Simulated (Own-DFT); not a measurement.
# Which arrangement is lower? As32Ga32, 64 atoms

These are calculations, not measurements. They come from Own-DFT, an in-house plane-wave density functional program, since retired, whose code no person has reviewed. Each row is one single-point run on a periodic cell that was not relaxed, without spin or spin-orbit coupling.

Settings of every run: PBE; PseudoDojo norm-conserving scalar-relativistic files; cutoff 42 hartree; 3 x 3 x 3 k mesh centred on Gamma; Fermi-Dirac smearing of 0.1 eV.

Known limits, some of them of some rows only: not probed for a lower state with spin; forces on such cells failed a check on a denser k mesh; forces not confirmed at this smearing and k mesh; stress not checked against mesh or cutoff.

All cells hold the same atoms in the same cell, with vectors in Å (11.307, 0.000, 0.000); (0.000, 11.307, 0.000); (0.000, 0.000, 11.307). Every atom was moved at random from its ideal site; u is the rms move along one axis. The defect's site can differ from row to row. E is the free energy of the cell above the lowest run. The arrangements:

- A: zincblende GaAs
- B: zincblende GaAs, with one As on a Ga site and one Ga on an As site, 2.4 Å apart

```
arrangement   u (Å)  E (eV)  P (GPa)
          A  0.0192   0.020     3.51
          A  0.0197   0.000     3.50
          A  0.0213   0.098     3.53
          A  0.0442   1.321     3.75
          A  0.0515   2.449     4.05
          A  0.0524   2.551     4.04
          B  0.0276   2.994     3.95
          B  0.0281   2.976     3.90
          B  0.0317   3.232     3.95
          B  0.0475   3.976     4.11
          B  0.0493   4.681     4.27
          B  0.0510   4.794     4.29
```

Question: once the cost of the random moves is taken out, how do the arrangements rank?

## Worked answer

Fit E = a + b u², with one b for all and one a for each arrangement, and with residuals divided by u², since the noise grows with the moves. Then b = 964 eV/Å², the scatter at u = 0.04 Å is 0.15 eV, and against A:

- B: 2.58 ± 0.05 eV (higher)

These are energies of unrelaxed cells. Relaxing the atoms lowers the strained arrangements most, so the gaps would shrink and small ones could change sign.
